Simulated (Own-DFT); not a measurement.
# How strain changes the stress of diamond-structure SiGeSn with randomly placed atoms, 64 atoms (Ge44Si16Sn4)

These are calculations, not measurements. The program, named Own-DFT, is a retired in-house plane-wave density functional code that no person has reviewed. Each row is one single-point run on a periodic cell that was not relaxed, without spin or spin-orbit coupling.

Settings of every run: PBE; PseudoDojo norm-conserving scalar-relativistic files; cutoff 49 hartree; 3 x 3 x 3 k mesh centred on Gamma; Fermi-Dirac smearing of 0.1 eV.

Known limits: forces on such cells moved up to 12 meV/angstrom on a denser k mesh; stress not checked against mesh or cutoff.

Unstrained cell vectors in Å: (11.306, 0.000, 0.000); (0.000, 11.306, 0.000); (0.000, 0.000, 11.306). The unstrained cell has measured lattice constants (interpolated for alloys), not those of this functional. That, the random moves and any unrelaxed bonds set the pressure at no strain. Each run strains this cell uniformly, with the atoms carried along. Every atom was also moved at random, by a Gaussian of width 0.05 Å on each axis. The random placing of the alloy's atoms differs from row to row. Strain is the symmetric tensor, in per cent. Stress is positive in tension, and the pressure is minus a third of its trace.

```
run,e_xx (%),e_yy (%),e_zz (%),s_xx (GPa),s_yy (GPa),s_zz (GPa),P (GPa),E (meV/atom)
1,1.75,1.75,0.00,-1.32,-1.26,-2.50,1.69,13.6
2,3.00,3.00,0.00,0.58,0.73,-1.15,-0.05,0.0
3,-0.25,-0.25,0.00,-4.64,-4.53,-4.28,4.48,12.1
4,1.25,1.25,0.00,-2.27,-2.20,-2.84,2.43,21.6
5,-3.00,-3.00,0.00,-10.79,-11.10,-8.57,10.15,101.6
6,-2.50,-2.50,0.00,-9.42,-9.33,-7.66,8.80,67.0
7,-0.50,-0.50,0.00,-5.24,-4.96,-4.84,5.01,26.0
8,0.25,0.25,0.00,-3.90,-3.76,-3.97,3.88,24.4
9,-1.25,-1.25,0.00,?,?,?,?,?
```

E is the free energy for each atom above the lowest run shown.

## Worked fit

The change of volume is close to e_xx + e_yy + e_zz. A straight line through the runs shown gives P = 4.58 - 84 x (fractional change of volume) GPa, with an error of 4 on the slope and a scatter of 0.43 GPa. The strain isn't the same on all axes, but the crystal is cubic, so the slope still estimates the bulk modulus, averaged over pressures from -0.1 to 10.2 GPa.

## Withheld run

Question: what pressure should run 9 give? Its volume changes by -2.48 %.

The line gives 6.7 GPa. The calculation gave 6.27 GPa.
